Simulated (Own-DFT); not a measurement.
# Strain and stress in wurtzite GaN, 72 atoms (Ga36N36)

These are calculations, not measurements. The program, named Own-DFT, is a retired in-house plane-wave density functional code that no person has reviewed. Each row is one single-point run on a periodic cell that was not relaxed, without spin or spin-orbit coupling.

Settings of every run: PBE; PseudoDojo norm-conserving scalar-relativistic files (stringent for Ga); cutoff 96 hartree; 4 x 4 x 3 k mesh centred on Gamma; Gaussian smearing of 0.01 eV.

Known limits: forces not confirmed at this smearing and k mesh; stress not checked against mesh or cutoff.

Unstrained cell vectors in Å: (9.567, 0.000, 0.000); (-4.783, 8.285, 0.000); (0.000, 0.000, 10.370). The unstrained cell has measured lattice constants (interpolated for alloys), not those of this functional. That, the random moves and any unrelaxed bonds set the pressure at no strain. Each run strains this cell uniformly, with the atoms carried along. Every atom was also moved at random, by a Gaussian of width 0.05 Å on each axis. Strain is the symmetric tensor, in per cent. Stress is positive in tension, and the pressure is minus a third of its trace.

| run | e_xx (%) | e_yy (%) | e_zz (%) | e_yz (%) | e_xz (%) | e_xy (%) | s_xx (GPa) | s_yy (GPa) | s_zz (GPa) | s_yz (GPa) | s_xz (GPa) | s_xy (GPa) | P (GPa) | E (meV/atom) |
|---|---|---|---|---|---|---|---|---|---|---|---|---|---|---|
| 1 | -0.87 | 0.39 | 0.80 | 1.05 | -1.74 | 0.02 | -9.55 | -6.69 | -4.69 | 2.62 | -4.76 | 0.66 | 6.98 | 26.0 |
| 2 | 1.40 | -1.15 | -1.29 | 0.97 | 1.64 | 0.60 | -2.41 | -12.37 | -14.25 | 3.11 | 2.85 | 1.95 | 9.68 | 31.5 |
| 3 | 1.40 | 0.13 | -0.55 | 0.18 | 1.02 | 0.89 | -2.62 | -4.35 | -7.19 | 0.29 | 2.85 | 2.22 | 4.72 | 0.0 |
| 4 | 1.91 | 1.84 | 1.23 | 0.79 | -1.45 | -0.52 | 5.24 | 2.19 | -1.89 | 1.03 | -2.60 | -1.67 | -1.85 | 1.8 |
| 5 | -1.71 | 1.31 | -1.26 | 1.69 | 0.27 | -1.84 | -15.93 | -4.04 | -15.98 | 4.64 | 1.90 | -6.72 | 11.99 | 59.2 |
| 6 | -0.58 | 1.01 | -1.02 | -1.34 | -0.21 | -0.79 | -9.13 | -4.72 | -11.90 | -3.17 | -0.33 | -3.49 | 8.59 | 28.3 |
| 7 | -1.42 | 1.73 | -0.87 | 1.14 | -0.75 | 1.04 | -13.69 | -3.58 | -10.48 | 3.15 | -1.18 | 3.20 | 9.25 | 54.5 |
| 8 | -1.13 | -1.66 | -0.06 | -1.58 | -1.20 | 1.31 | -14.01 | -14.82 | -11.98 | -3.01 | -1.22 | 4.38 | 13.60 | 50.8 |
| 9 | -1.21 | 0.35 | 1.78 | 1.53 | 1.69 | 1.20 | -10.98 | -4.19 | -1.50 | 3.40 | 2.44 | 3.78 | 5.56 | 15.6 |
| 10 | 1.26 | -1.16 | -0.63 | -1.27 | -0.57 | 0.53 | -3.60 | -9.17 | -10.99 | -2.75 | -0.81 | 2.38 | 7.92 | 11.0 |
| 11 | -0.70 | -0.69 | -0.41 | 0.75 | -0.84 | -1.14 | -10.92 | -9.66 | -12.35 | 1.49 | -1.95 | -3.68 | 10.98 | 27.1 |
| 12 | -1.86 | -0.76 | 1.74 | -0.21 | -0.41 | 1.18 | -17.07 | -10.16 | -2.33 | -0.42 | -0.12 | 3.86 | 9.85 | 46.0 |
| 13 | 1.70 | 1.01 | 1.44 | -0.66 | 0.69 | 0.31 | 1.71 | -0.21 | -0.39 | -1.65 | 1.35 | 1.84 | -0.37 | 16.9 |
| 14 | 1.79 | -1.18 | -1.71 | 0.78 | -1.70 | 1.07 | -1.60 | -11.57 | -17.52 | 0.63 | -3.12 | 3.62 | 10.23 | 48.3 |
| 15 | 1.32 | -0.05 | -0.99 | -0.72 | 1.53 | -0.91 | ? | ? | ? | ? | ? | ? | ? | ? |

E is the free energy for each atom above the lowest run shown.

## Worked fit

Each stress component was fitted by least squares to a constant and the strains of the runs shown, as fractions, with shears doubled. Shear strains stay in the fit of a normal stress only where such slopes are resolved. The slopes, in GPa:

| stress | at no strain | per e_xx | per e_yy | per e_zz | scatter |
|---|---|---|---|---|---|
| s_xx | -7.5 | 470 ± 19 | 98 ± 24 | 75 ± 24 | 1.01 |
| s_yy | -6.9 | 95 ± 20 | 366 ± 25 | 92 ± 24 | 1.04 |
| s_zz | -8.6 | 67 ± 28 | 93 ± 35 | 441 ± 34 | 1.45 |

Each shear stress against twice its own strain: yz 111 ± 8, xz 100 ± 11, xy 164 ± 8 GPa. These are stiffnesses along x, y and z of the frame in which the cell vectors are given, which need not be the crystal's axes. The atoms are held to the strained lattice; where symmetry lets them move under strain, relaxing them would lower some slopes. The table should be nearly symmetric about its diagonal, and what it lacks of that shows the noise. A ninth of its sum, 200 ± 7 GPa, estimates the bulk modulus near the mean pressure of these runs, 7.7 GPa, so it lies above the value at zero pressure.

## Withheld run

Question: what normal stresses and pressure should run 15 give?

The fit gives s_xx = -2.1, s_yy = -6.7, s_zz = -12.2 and P = 7.0 GPa. The calculation gave -2.25, -6.85, -10.82 and P = 6.64 GPa.
